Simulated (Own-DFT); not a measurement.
# Response to strain: hcp Hf, 36 atoms (Hf36)

Calculated results; nothing here was measured. The program, named Own-DFT, is a retired in-house plane-wave density functional code that no person has reviewed. Each row is one single-point run on a periodic cell that was not relaxed, without spin or spin-orbit coupling.

Settings of every run: PBE; PseudoDojo norm-conserving scalar-relativistic files; cutoff 42 hartree; 4 x 4 x 4 k mesh centred on Gamma; cold (Marzari-Vanderbilt) smearing of 0.2 eV.

Known limits: hafnium file: forces about 75 meV/angstrom off all-electron values; forces on such cells passed a denser k mesh, each cell not checked; stress not checked against mesh or cutoff.

Unstrained cell vectors in Å: (9.589, 0.000, 0.000); (-4.795, 8.305, 0.000); (0.000, 0.000, 10.102). The unstrained cell has measured lattice constants (interpolated for alloys), not those of this functional. That, the random moves and any unrelaxed bonds set the pressure at no strain. Each run strains this cell uniformly, with the atoms carried along. Every atom was also moved at random, by a Gaussian of width 0.05 Å on each axis. Strain is the symmetric tensor, in per cent. Stress is positive in tension, and the pressure is minus a third of its trace.

```
run  e_xx (%)  e_yy (%)  e_zz (%)  e_yz (%)  e_xz (%)  e_xy (%)  s_xx (GPa)  s_yy (GPa)  s_zz (GPa)  s_yz (GPa)  s_xz (GPa)  s_xy (GPa)  P (GPa)  E (meV/atom)
  1      1.86     -1.92      0.00      1.05     -1.22     -1.50        0.67       -3.98       -1.66        1.07       -1.05       -2.11     1.66          15.0
  2      0.88      1.75      1.67      0.85      1.83      1.75        2.41        3.30        3.20        0.75        1.69        1.97    -2.97          15.3
  3      1.57      1.79     -1.83      1.77     -0.03      0.07        1.67        1.54       -3.09        1.85       -0.08        0.37    -0.04          10.1
  4      1.14     -0.87     -0.41     -1.46      1.07     -1.51        0.20       -2.94       -2.38       -1.53        1.02       -2.02     1.71          13.7
  5      0.93     -0.61     -0.70     -1.66     -1.77     -0.35       -0.43       -2.16       -2.97       -1.78       -1.78       -0.84     1.85           9.0
  6     -0.44      0.79      0.07     -0.17     -0.32      1.44       -1.78        0.18       -1.28       -0.15       -0.33        2.09     0.96           3.2
  7     -0.26      0.51      1.12      1.35     -0.33      0.73       -0.70        0.38        0.75        1.22       -0.23        0.84    -0.14           0.0
  8      1.33      1.44     -1.00      1.66     -0.30      0.89        1.45        1.54       -1.89        1.73       -0.43        1.20    -0.37           4.8
  9      0.11      1.83     -0.09      0.15      1.31      0.44       -0.28        2.39       -0.67        0.05        1.28        0.30    -0.48           7.8
 10     -0.02      0.27      1.40      1.76     -0.77      1.60       -0.05       -0.04        1.39        1.72       -0.86        2.25    -0.43           5.0
 11     -0.77     -1.31     -0.85      1.67     -1.52     -0.10       -4.39       -5.07       -5.20        1.70       -1.45        0.00     4.89          22.5
 12     -1.08     -0.02      1.98     -1.73     -1.05      1.55       -1.95       -0.81        1.58       -1.55       -0.96        1.91     0.39           7.4
 13      1.45      0.78     -1.09      1.12     -1.95      0.76        1.27        0.35       -2.46        1.17       -1.97        1.13     0.28           9.3
 14      1.66      0.62     -1.84     -1.93      0.86     -0.66        1.07       -0.56       -3.96       -2.11        0.81       -0.61     1.15          12.9
 15     -0.43      1.73     -0.80      0.52     -1.83     -1.79       -1.64        1.00       -2.47        0.49       -1.92       -1.78     1.04          11.4
 16     -0.20     -1.89      1.29      0.74     -1.58      0.07           ?           ?           ?           ?           ?           ?        ?             ?
```

E is the free energy for each atom above the lowest run shown.

## Worked fit

Each stress component was fitted by least squares to a constant and the strains of the runs shown, as fractions, with shears doubled. Shear strains stay in the fit of a normal stress only where such slopes are resolved. The slopes, in GPa:

| stress | at no strain | per e_xx | per e_yy | per e_zz | scatter |
|---|---|---|---|---|---|
| s_xx | -1.4 | 192 ± 6 | 65 ± 4 | 68 ± 5 | 0.19 |
| s_yy | -1.4 | 55 ± 7 | 192 ± 5 | 65 ± 6 | 0.22 |
| s_zz | -1.8 | 72 ± 5 | 68 ± 3 | 205 ± 4 | 0.14 |

Each shear stress against twice its own strain: yz 50 ± 1, xz 49 ± 1, xy 63 ± 4 GPa. These are stiffnesses along x, y and z of the frame in which the cell vectors are given, which need not be the crystal's axes. The atoms are held to the strained lattice; where symmetry lets them move under strain, relaxing them would lower some slopes. The table should be nearly symmetric about its diagonal, and what it lacks of that shows the noise. A ninth of its sum, 109 ± 2 GPa, estimates the bulk modulus near the mean pressure of these runs, 0.6 GPa.

## Withheld run

Question: what normal stresses and pressure should run 16 give?

The fit gives s_xx = -2.1, s_yy = -4.3, s_zz = -0.6 and P = 2.3 GPa. The calculation gave -2.10, -4.17, -0.68 and P = 2.32 GPa.
